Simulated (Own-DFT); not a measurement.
Simulation results for Si3N4 (beta silicon nitride, atoms displaced)

A calculation, not a measurement: plane-wave PBE density functional theory by an unreviewed code, no spin, of a simulated periodic cell, stress positive in tension, free energy of the whole cell less one offset for each atom, forces on such cells passed a denser k mesh, this cell's mesh not checked; offsets are fitted by least squares, one for each functional and potential file, so energies compare only between cells with the same atoms and settings and are not formation energies; the far tail of each file's local potential was reset to the Coulomb form; each entry is a single point on an unrelaxed cell, so the pressure reflects the starting lattice, mostly measured values (interpolated for alloys), from which strain is counted, and rises with the displacements; printed positions are rounded, which can move forces by about a meV/angstrom; the program, named Own-DFT, is a retired in-house code; no spin-orbit coupling. Program: Own-DFT development build.

Settings shared by all entries: functional PBE; potential files PseudoDojo norm-conserving, scalar-relativistic, standard set; wave cutoff 42 hartree; occupations Fermi-Dirac; smearing width 0.1 eV; k mesh 3 x 3 x 3 centred on Gamma.

(1) Si3N4 (beta silicon nitride, atoms displaced)

```
CELL_PARAMETERS angstrom
7.60600 0.00000 0.00000
-3.80300 6.58700 0.00000
0.00000 0.00000 8.72700
ATOMIC_POSITIONS crystal
Si 0.17055 0.76986 0.08058
Si 0.23633 0.40272 0.08342
Si 0.58878 0.82253 0.08376
Si 0.82545 0.23082 0.24956
Si 0.76618 0.59602 0.25067
Si 0.40053 0.17374 0.25084
N 0.33032 0.02761 0.08091
N 0.96304 0.29839 0.08415
N 0.69998 0.66994 0.08179
N 0.66260 0.96575 0.24941
N 0.03340 0.69994 0.25099
N 0.29803 0.33709 0.24965
N 0.33286 0.66470 0.08585
N 0.66622 0.33316 0.25018
Si 0.17525 0.76827 0.42344
Si 0.23471 0.40392 0.40942
Si 0.59933 0.82802 0.41435
Si 0.83189 0.23220 0.58457
Si 0.76805 0.59548 0.58233
Si 0.40543 0.17720 0.58231
N 0.33097 0.03429 0.41739
N 0.96706 0.29939 0.41786
N 0.69785 0.66883 0.41564
N 0.66609 0.96912 0.58442
N 0.03342 0.69806 0.58444
N 0.29765 0.32976 0.58357
N 0.33513 0.66634 0.41616
N 0.66540 0.33249 0.58487
Si 0.16568 0.76344 0.75132
Si 0.23049 0.40284 0.75101
Si 0.59610 0.82722 0.74525
Si 0.82351 0.22783 0.91833
Si 0.76804 0.59964 0.91435
Si 0.40674 0.17267 0.92403
N 0.33345 0.03742 0.75218
N 0.96497 0.29859 0.75087
N 0.69952 0.66757 0.74900
N 0.67034 0.96452 0.91383
N 0.03014 0.69614 0.91542
N 0.30181 0.33244 0.91568
N 0.33281 0.66460 0.75161
N 0.66541 0.33282 0.91699
```

- free energy of cell above offsets: -7.053 eV
- pressure: 5.65 GPa
- stress xx: -3.65 GPa
- stress yy: -3.49 GPa
- stress zz: -9.81 GPa
- stress yz: 0.57 GPa
- stress xz: 0.75 GPa
- stress xy: 0.42 GPa

Force:
```
element  x (eV/Å)  y (eV/Å)  z (eV/Å)
     Si     1.279    -1.212     1.108
     Si    -2.645     1.183    -1.273
     Si     0.302     0.206    -0.736
     Si    -0.794    -0.183      0.46
     Si     1.433    -0.555     -0.67
     Si     1.187     0.242    -0.199
      N    -0.456     0.218     1.806
      N     2.024     0.479    -0.115
      N    -0.209      0.26     0.446
      N     0.476     1.116    -0.239
      N    -0.924     0.057     0.277
      N     2.547    -2.052     -1.05
      N    -0.958    -0.237    -0.286
      N    -0.944    -0.043     0.015
     Si     0.925     0.184     -2.07
     Si    -2.142     1.332     3.465
     Si    -1.494    -0.423     0.835
     Si    -1.972    -0.214    -0.165
     Si     0.542    -1.118     0.085
     Si     0.496     -0.01     1.194
      N    -0.367    -0.885    -0.161
      N     1.158     0.152    -0.788
      N     0.346     0.156     0.342
      N      0.56     0.564    -1.241
      N    -1.644    -0.416     0.086
      N    -0.129     0.003    -0.845
      N     0.092     0.105     0.109
      N     0.713     0.574    -0.293
     Si     2.544     1.772    -0.131
     Si     -0.64     0.699    -0.473
     Si    -0.865     -1.05     1.162
     Si    -0.821     0.028    -0.377
     Si     0.684    -1.711     0.588
     Si      0.12     1.043    -2.768
      N    -0.411    -1.831    -0.097
      N     1.291     0.382     0.512
      N    -0.363     0.684    -0.588
      N    -0.044      0.48     0.646
      N    -1.138    -0.102     0.461
      N     0.463    -0.692     0.843
      N    -0.418     0.231     -0.13
      N     0.198     0.585     0.255
```

(2) Si3N4 (beta silicon nitride, atoms displaced)

```
CELL_PARAMETERS angstrom
7.60600 0.00000 0.00000
-3.80300 6.58700 0.00000
0.00000 0.00000 8.72700
ATOMIC_POSITIONS crystal
Si 0.17785 0.77506 0.08261
Si 0.23435 0.40329 0.08266
Si 0.59503 0.82733 0.08429
Si 0.82528 0.23118 0.24727
Si 0.76632 0.59508 0.25277
Si 0.40667 0.17764 0.24954
N 0.33104 0.03197 0.08353
N 0.96342 0.30217 0.08355
N 0.70167 0.66728 0.08219
N 0.66038 0.96774 0.25010
N 0.03133 0.70355 0.24611
N 0.30348 0.33443 0.24983
N 0.33522 0.66751 0.08060
N 0.66883 0.33220 0.24856
Si 0.17456 0.77015 0.41687
Si 0.22590 0.40395 0.41161
Si 0.59986 0.82632 0.41463
Si 0.82277 0.23241 0.58198
Si 0.77107 0.60352 0.58162
Si 0.40269 0.17210 0.58067
N 0.33713 0.03451 0.41714
N 0.96906 0.29883 0.42013
N 0.70038 0.66473 0.41804
N 0.67006 0.97242 0.57991
N 0.02743 0.69885 0.58219
N 0.30126 0.33338 0.58803
N 0.33491 0.66634 0.41682
N 0.66623 0.33275 0.58155
Si 0.17642 0.77178 0.74922
Si 0.22847 0.40474 0.74844
Si 0.59933 0.82860 0.75207
Si 0.83105 0.23147 0.91746
Si 0.76767 0.59113 0.91368
Si 0.40416 0.17264 0.91637
N 0.33102 0.03414 0.74970
N 0.96691 0.29724 0.75230
N 0.69645 0.66355 0.74902
N 0.66946 0.96479 0.91794
N 0.02985 0.69992 0.91717
N 0.30163 0.32625 0.92177
N 0.34103 0.67023 0.75030
N 0.66845 0.33316 0.91485
```

* free energy of cell above offsets: -7.235 eV
* pressure: 5.62 GPa
* stress xx: -4.72 GPa
* stress yy: -4.45 GPa
* stress zz: -7.68 GPa
* stress yz: -0.33 GPa
* stress xz: 1.36 GPa
* stress xy: 0.02 GPa

Force:
```
element  x (eV/Å)  y (eV/Å)  z (eV/Å)
     Si     0.244    -1.341    -0.238
     Si    -1.379     1.087     0.009
     Si     0.267     -1.29     -0.29
     Si    -0.412     -0.15     1.265
     Si     1.316    -0.723     -1.65
     Si     0.892    -0.219     0.076
      N     0.026     0.384     0.145
      N     2.438     0.501     0.227
      N    -0.793     0.568     0.431
      N     0.858     0.723    -0.116
      N    -0.171      0.05      1.25
      N    -0.012    -0.469    -0.008
      N    -0.457    -0.417     0.193
      N    -0.879     0.521     0.165
     Si     0.554    -0.144    -0.695
     Si     0.885     0.768      2.06
     Si    -1.281    -0.496     0.675
     Si    -0.131     0.152     0.751
     Si     0.704    -2.693     1.167
     Si      0.48     1.567     1.063
      N    -0.669    -1.041     -0.76
      N    -0.195    -0.239     -1.59
      N    -1.302     1.256    -0.783
      N     0.443    -0.765     0.766
      N     0.879     0.747      0.18
      N     0.022    -0.524    -2.012
      N    -0.199     0.156    -0.133
      N    -0.588     0.941    -0.025
     Si      0.47    -0.528     0.365
     Si     0.519     0.649     1.228
     Si    -0.157    -0.457    -1.062
     Si    -1.924    -0.526    -0.241
     Si     0.259    -0.094     0.748
     Si     1.196     0.575    -0.017
      N    -0.112    -0.885    -0.244
      N     0.616      0.26    -0.859
      N    -0.389     0.953    -0.017
      N     0.285     1.594     0.005
      N     0.361     0.409    -0.564
      N    -1.211     0.523    -1.444
      N    -1.446    -0.543    -0.066
      N    -0.009    -0.838     0.044
```

(3) Si3N4 (beta silicon nitride, atoms displaced)

```
CELL_PARAMETERS angstrom
7.60600 0.00000 0.00000
-3.80300 6.58700 0.00000
0.00000 0.00000 8.72700
ATOMIC_POSITIONS crystal
Si 0.17214 0.76952 0.07951
Si 0.23028 0.39992 0.08382
Si 0.59677 0.82470 0.08218
Si 0.82782 0.23165 0.24999
Si 0.76618 0.59652 0.24766
Si 0.40772 0.17495 0.24805
N 0.33576 0.03253 0.08365
N 0.96690 0.30293 0.08232
N 0.70137 0.67310 0.08164
N 0.66600 0.96924 0.24723
N 0.03121 0.70363 0.24971
N 0.29939 0.33367 0.25281
N 0.33866 0.67053 0.08775
N 0.66698 0.33399 0.24989
Si 0.17029 0.76429 0.41737
Si 0.23244 0.40328 0.41563
Si 0.59764 0.83285 0.41342
Si 0.82293 0.23272 0.58275
Si 0.76948 0.60085 0.58419
Si 0.40628 0.17627 0.58204
N 0.33044 0.03416 0.41444
N 0.97051 0.30615 0.41773
N 0.69903 0.66659 0.41822
N 0.66646 0.96246 0.58045
N 0.03416 0.69985 0.58045
N 0.30009 0.33190 0.58486
N 0.33241 0.66747 0.41933
N 0.67221 0.33797 0.58078
Si 0.17677 0.77269 0.75017
Si 0.23257 0.40958 0.75434
Si 0.59968 0.82652 0.74719
Si 0.82630 0.23105 0.91733
Si 0.76868 0.59715 0.91356
Si 0.40671 0.17204 0.91204
N 0.33391 0.02884 0.75281
N 0.96959 0.30279 0.75263
N 0.70144 0.66457 0.74925
N 0.66600 0.96844 0.91781
N 0.03060 0.69397 0.92073
N 0.29934 0.32816 0.91970
N 0.33146 0.66563 0.75080
N 0.66409 0.33378 0.91301
```

* free energy of cell above offsets: -7.246 eV
* pressure: 5.5 GPa
* stress xx: -4.51 GPa
* stress yy: -3.74 GPa
* stress zz: -8.26 GPa
* stress yz: -0.37 GPa
* stress xz: 0.17 GPa
* stress xy: 0.43 GPa

Force:
```
element  x (eV/Å)  y (eV/Å)  z (eV/Å)
     Si     1.749     0.197     2.165
     Si    -0.837     1.821     0.421
     Si    -1.261     0.118     0.093
     Si     -0.85     0.375     0.097
     Si     1.088     -0.57     0.671
     Si    -0.141     0.307     0.313
      N    -0.496    -0.334    -0.876
      N     0.997     -0.01     0.384
      N     0.604    -0.327    -0.322
      N     0.635     0.856     0.202
      N    -0.607    -0.202     -0.44
      N     1.083    -1.025    -1.087
      N    -0.861     -1.31    -0.463
      N     0.117     0.323    -0.198
     Si     1.028     1.071    -1.136
     Si    -0.873      1.39     1.205
     Si    -0.516    -2.374    -0.156
     Si     0.849    -0.117     0.407
     Si     1.642    -1.287    -1.136
     Si     0.447     0.217    -0.044
      N    -0.009    -0.869     0.607
      N     0.218    -0.592    -0.223
      N    -0.973      1.03     -0.78
      N     0.327     2.248     0.702
      N    -1.286         0     1.685
      N     0.109    -0.273     0.433
      N     0.686    -0.059    -0.219
      N    -1.304    -0.403     0.264
     Si     0.178    -1.391    -0.038
     Si    -0.053    -0.576    -0.685
     Si    -1.244    -0.709     0.922
     Si    -1.075     0.144    -0.254
     Si       0.9    -1.272     1.353
     Si     0.031     0.744      1.93
      N     -0.33     0.295    -1.618
      N     0.094    -0.412    -0.697
      N    -1.375     1.434     0.136
      N     0.571     0.268    -1.013
      N    -0.906     0.251    -2.059
      N     0.144    -0.228    -0.763
      N     0.827     0.952     0.115
      N     0.673       0.3     0.101
```

(4) Si3N4 (beta silicon nitride, atoms displaced)

```
CELL_PARAMETERS angstrom
7.60600 0.00000 0.00000
-3.80300 6.58700 0.00000
0.00000 0.00000 8.72700
ATOMIC_POSITIONS crystal
Si 0.17395 0.77304 0.08578
Si 0.23025 0.40165 0.08618
Si 0.59877 0.83018 0.08176
Si 0.83167 0.23039 0.24901
Si 0.76973 0.59286 0.24808
Si 0.40635 0.17399 0.25085
N 0.33236 0.03360 0.08603
N 0.96738 0.30191 0.08445
N 0.70247 0.67185 0.08359
N 0.66870 0.96892 0.24698
N 0.03203 0.69913 0.25106
N 0.30091 0.33423 0.25276
N 0.32847 0.66777 0.08250
N 0.66649 0.33463 0.25111
Si 0.16985 0.76132 0.41738
Si 0.23044 0.40448 0.41759
Si 0.59810 0.83167 0.41704
Si 0.82782 0.23332 0.58055
Si 0.76778 0.59343 0.58410
Si 0.41030 0.17639 0.58581
N 0.33476 0.03010 0.41828
N 0.96511 0.30070 0.41207
N 0.70409 0.66771 0.41044
N 0.66792 0.97131 0.58327
N 0.03386 0.69838 0.58369
N 0.30430 0.33344 0.58243
N 0.33236 0.66490 0.41854
N 0.66556 0.33135 0.58651
Si 0.17410 0.77129 0.74925
Si 0.23561 0.40899 0.74995
Si 0.59437 0.82497 0.74997
Si 0.82415 0.22721 0.91477
Si 0.76749 0.59400 0.91470
Si 0.40631 0.17557 0.91713
N 0.32908 0.02796 0.74861
N 0.96859 0.30298 0.75363
N 0.69333 0.66367 0.75158
N 0.66614 0.97188 0.91838
N 0.03203 0.69478 0.91541
N 0.29981 0.32886 0.91777
N 0.33230 0.66469 0.75056
N 0.66779 0.33153 0.91901
```

* free energy of cell above offsets: -7.427 eV
* pressure: 5.37 GPa
* stress xx: -3.86 GPa
* stress yy: -5.19 GPa
* stress zz: -7.05 GPa
* stress yz: 0.17 GPa
* stress xz: 0.57 GPa
* stress xy: 0.05 GPa

Force:
```
element  x (eV/Å)  y (eV/Å)  z (eV/Å)
     Si     0.575    -0.639    -0.707
     Si     -0.75     1.482    -0.586
     Si    -1.221     -1.75     0.429
     Si    -2.553    -0.118    -0.789
     Si     0.266    -0.237    -0.329
     Si     0.175      0.54     0.775
      N    -0.355    -0.301    -0.683
      N     0.934    -0.208    -0.831
      N    -0.003     0.142    -0.683
      N     0.284     0.582     0.844
      N    -0.596    -0.074    -0.195
      N     0.605    -0.869    -0.275
      N     1.562    -0.133     0.086
      N     0.809    -0.625    -0.099
     Si     0.908     1.429    -0.217
     Si    -0.087      0.61         0
     Si    -0.146    -1.716    -0.756
     Si    -0.323     0.145      1.06
     Si     0.256    -0.101    -0.798
     Si    -0.593    -0.752    -0.896
      N     -0.36     -0.47    -0.004
      N     1.523     0.413     1.596
      N      -1.2     1.071      2.03
      N     0.544     0.049     0.282
      N    -1.496     -0.53     0.207
      N    -0.204    -0.331     0.439
      N     0.509     0.282     0.014
      N     0.618     0.847     -0.06
     Si     0.852    -0.949      0.49
     Si    -0.555    -0.533     0.308
     Si    -0.849    -0.004      0.21
     Si    -0.326     1.261     1.003
     Si     0.903    -0.546     1.049
     Si     0.502     -0.31     0.049
      N    -0.041       0.9      0.71
      N     0.962    -0.084    -1.636
      N     0.127     0.527    -0.774
      N     0.406    -0.768    -1.101
      N    -0.993     0.423      0.31
      N    -0.216     0.054    -0.092
      N     0.097     1.013    -0.109
      N    -0.554     0.278    -0.274
```

(5) Si3N4 (beta silicon nitride, atoms displaced)

```
CELL_PARAMETERS angstrom
7.60600 0.00000 0.00000
-3.80300 6.58700 0.00000
0.00000 0.00000 8.72700
ATOMIC_POSITIONS crystal
Si 0.16617 0.76652 0.08363
Si 0.23152 0.40525 0.08137
Si 0.59781 0.82678 0.08196
Si 0.82739 0.22840 0.24841
Si 0.76791 0.59429 0.25265
Si 0.40085 0.17235 0.24723
N 0.32780 0.02989 0.08280
N 0.96812 0.30433 0.08662
N 0.69403 0.66120 0.08641
N 0.67416 0.96794 0.25492
N 0.03312 0.70044 0.25115
N 0.29888 0.32889 0.25087
N 0.33457 0.66882 0.08320
N 0.66978 0.33147 0.24528
Si 0.17289 0.76464 0.42207
Si 0.23167 0.40246 0.41920
Si 0.59602 0.82698 0.41409
Si 0.82833 0.23218 0.58713
Si 0.77263 0.59860 0.58368
Si 0.40179 0.16753 0.58560
N 0.33090 0.02866 0.41485
N 0.96588 0.29839 0.41134
N 0.70138 0.67160 0.41715
N 0.67026 0.97138 0.58123
N 0.02897 0.69689 0.58355
N 0.30067 0.33074 0.58392
N 0.33370 0.66959 0.41579
N 0.66881 0.33367 0.58721
Si 0.17552 0.76786 0.74719
Si 0.23777 0.40877 0.74908
Si 0.59939 0.82913 0.74760
Si 0.83127 0.23270 0.91859
Si 0.76674 0.59156 0.91629
Si 0.39915 0.17431 0.91734
N 0.32912 0.02543 0.74789
N 0.96714 0.29948 0.74868
N 0.69957 0.66990 0.74793
N 0.66159 0.96750 0.91990
N 0.03302 0.70012 0.91862
N 0.30684 0.33354 0.91001
N 0.32876 0.66880 0.74964
N 0.66382 0.33136 0.91432
```

- free energy of cell above offsets: -7.152 eV
- pressure: 5.47 GPa
- stress xx: -4.55 GPa
- stress yy: -4.24 GPa
- stress zz: -7.62 GPa
- stress yz: 0.85 GPa
- stress xz: -0.77 GPa
- stress xy: 1.47 GPa

Force:
```
element  x (eV/Å)  y (eV/Å)  z (eV/Å)
     Si     2.018     0.331     0.535
     Si     0.069     1.016     0.466
     Si    -0.734    -0.934     1.368
     Si    -1.428     0.018      0.73
     Si     0.917    -0.909    -0.321
     Si     1.494     0.449     0.724
      N    -0.439    -0.204    -0.373
      N     1.515    -0.012    -1.445
      N     -0.12     0.734    -0.876
      N      0.05      0.34    -2.237
      N     -1.03     -0.25     0.622
      N    -0.278     0.102    -0.483
      N    -0.212    -0.432    -0.085
      N    -1.131    -0.118     0.347
     Si     0.271     0.677    -1.843
     Si    -1.081     0.905    -0.942
     Si    -0.548    -0.605      1.17
     Si    -1.024     0.039    -2.065
     Si    -0.561    -1.583    -0.337
     Si     0.981     1.332    -1.192
      N    -0.341    -0.029     0.602
      N     1.316      0.51     2.051
      N     0.128     -0.13      0.32
      N     0.235     -0.21      0.39
      N     0.037     0.228     0.419
      N     0.403    -0.489     0.075
      N     0.848     -1.13     0.315
      N    -0.738     0.088    -0.234
     Si    -0.802    -0.215      1.15
     Si    -1.493     0.486    -0.554
     Si    -1.326    -0.368     0.434
     Si    -1.918    -0.227    -0.355
     Si     0.266    -0.197     0.308
     Si     2.337    -0.835    -0.562
      N     -0.42     0.575     0.958
      N     1.847     0.506     1.247
      N     0.054     0.307     0.685
      N     0.949     1.037    -1.159
      N    -1.337    -0.435    -1.341
      N    -1.463     0.397     1.528
      N     2.283      -0.5    -0.145
      N     0.401    -0.264     0.107
```

(6) Si3N4 (beta silicon nitride, atoms displaced)

```
CELL_PARAMETERS angstrom
7.60600 0.00000 0.00000
-3.80300 6.58700 0.00000
0.00000 0.00000 8.72700
ATOMIC_POSITIONS crystal
Si 0.17212 0.77169 0.07748
Si 0.23030 0.40213 0.07897
Si 0.59809 0.83055 0.08224
Si 0.82011 0.22353 0.25075
Si 0.76784 0.59746 0.24759
Si 0.40543 0.17934 0.25276
N 0.33346 0.03221 0.08442
N 0.96748 0.29886 0.08285
N 0.69095 0.66378 0.08290
N 0.66926 0.97120 0.24527
N 0.03019 0.69362 0.25099
N 0.30178 0.33335 0.24550
N 0.33153 0.66615 0.08447
N 0.66543 0.33953 0.24897
Si 0.17168 0.76671 0.41594
Si 0.22633 0.40430 0.41596
Si 0.60302 0.82737 0.41632
Si 0.82308 0.22547 0.58100
Si 0.76476 0.59686 0.58159
Si 0.40396 0.17507 0.58110
N 0.33537 0.03001 0.41540
N 0.97113 0.30387 0.41568
N 0.69559 0.66838 0.41509
N 0.66890 0.96499 0.58217
N 0.02489 0.69293 0.58270
N 0.29779 0.32956 0.58326
N 0.33640 0.66818 0.41737
N 0.66321 0.33179 0.58094
Si 0.17366 0.77188 0.74761
Si 0.22740 0.39709 0.75233
Si 0.59335 0.82614 0.75091
Si 0.82750 0.23331 0.91343
Si 0.77201 0.59795 0.91886
Si 0.40240 0.17433 0.91684
N 0.33485 0.03392 0.74876
N 0.96322 0.29995 0.75153
N 0.69835 0.66303 0.75078
N 0.67118 0.97336 0.92131
N 0.02738 0.69860 0.91483
N 0.30191 0.33001 0.91841
N 0.33956 0.66929 0.75068
N 0.67019 0.33949 0.91723
```

- free energy of cell above offsets: -7.103 eV
- pressure: 5.48 GPa
- stress xx: -4.56 GPa
- stress yy: -5.33 GPa
- stress zz: -6.54 GPa
- stress yz: 0.03 GPa
- stress xz: -0.05 GPa
- stress xy: 0.03 GPa

Force:
```
element  x (eV/Å)  y (eV/Å)  z (eV/Å)
     Si     1.334    -0.593      1.77
     Si    -1.147     1.396     1.366
     Si    -1.305    -1.722    -0.021
     Si    -0.502     2.737    -0.845
     Si     0.675    -0.543     0.313
     Si      0.71    -0.331    -0.829
      N    -0.444    -0.059    -0.199
      N     0.344    -0.096     -0.05
      N     0.355     0.802    -0.069
      N      0.33    -0.871     1.676
      N     -0.84     0.531    -1.025
      N    -0.585    -0.195     1.175
      N     0.168     0.297    -0.446
      N      0.98    -1.241     0.209
     Si     1.097    -0.086     0.027
     Si     1.189     1.208    -0.539
     Si    -2.495    -0.458    -0.759
     Si    -0.947     1.139     0.316
     Si     0.755    -1.427     0.379
     Si      0.58     0.099     0.034
      N    -0.634    -0.219     0.281
      N    -0.885    -1.101     0.108
      N     1.035    -0.102    -0.129
      N     0.399     0.864     0.337
      N      0.33     0.809    -0.088
      N    -0.293    -0.311    -0.112
      N    -0.114     0.028     0.028
      N     0.585     0.204    -0.078
     Si     0.979     -0.71     0.013
     Si    -0.539     1.781    -0.579
     Si     0.879    -0.293      0.61
     Si    -1.466     0.187     1.889
     Si    -0.844    -1.081    -0.515
     Si     2.003     0.453     0.281
      N    -0.468    -0.604     0.115
      N     1.703     0.294    -1.433
      N    -1.107     1.334    -0.006
      N     0.206    -0.222    -1.854
      N     0.675     0.856    -0.322
      N    -0.491    -0.234    -1.015
      N    -1.849      -1.3     0.046
      N    -0.358    -1.221     -0.06
```
